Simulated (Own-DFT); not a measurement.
# How much smaller does PBEsol make it? D0_22 TiAl3, 40 atoms (Al30Ti10)

Calculated, not measured: single-point runs of Own-DFT, a retired in-house plane-wave DFT program that no person has reviewed, on unrelaxed cells, without spin or spin-orbit coupling.

Keep in mind: forces on such cells failed a check on a denser k mesh; stress not checked against mesh or cutoff.

Each geometry was run with PBE and with PBEsol, otherwise alike: PseudoDojo norm-conserving scalar-relativistic files made for PBE; cutoff 42 hartree; 4 x 4 x 4 k mesh centred on Gamma; cold (Marzari-Vanderbilt) smearing of 0.2 eV. Unstrained cell vectors in Å: (-2.365, -6.981, 4.326); (-7.667, 3.491, 1.442); (-2.950, -3.488, -7.241). Each has a uniform strain, of which the change of volume is shown, and random moves of rms u per axis.

```
run,volume change (%),u (Å),P with PBE (GPa),P with PBEsol (GPa)
1,-4.07,0.0476,7.86,5.86
2,-2.65,0.0493,6.15,4.17
3,2.51,0.0503,-0.02,-1.86
4,-2.15,0.0554,5.89,3.93
5,2.00,0.0501,0.57,-1.29
6,0.54,0.0528,2.24,0.35
7,0.99,0.0539,1.80,-0.08
8,4.53,0.0491,-2.05,-3.85
9,-0.20,0.0519,3.04,1.13
10,3.03,0.0495,-0.59,?
```

Q: by how much does PBEsol shrink this cell, and what belongs in the blank?

## Worked answer

Write v for the change of volume as a fraction. Fitted to v and u², the PBE pressure has a slope of -118 ± 3 GPa in v, with the ions held to the strained lattice. The difference PBEsol less PBE is -1.91 + 2.4 v GPa (slope ± 0.1) and averages -1.90 GPa. Divided by the mean slope of the two, 117 GPa, that makes PBEsol's volume at a given pressure, near 2 GPa, about 1.6 % smaller, or 0.54 % in lengths. At one volume PBEsol's slope is the smaller by 2 GPa, but its pressure there is lower too. If stiffness rises by about 4 GPa for each GPa, PBEsol at equal pressure is stiffer by about 5 GPa. Files made for PBEsol would give a different shift.

For run 10 the line gives -2.42 GPa. Computed: -2.43 GPa.
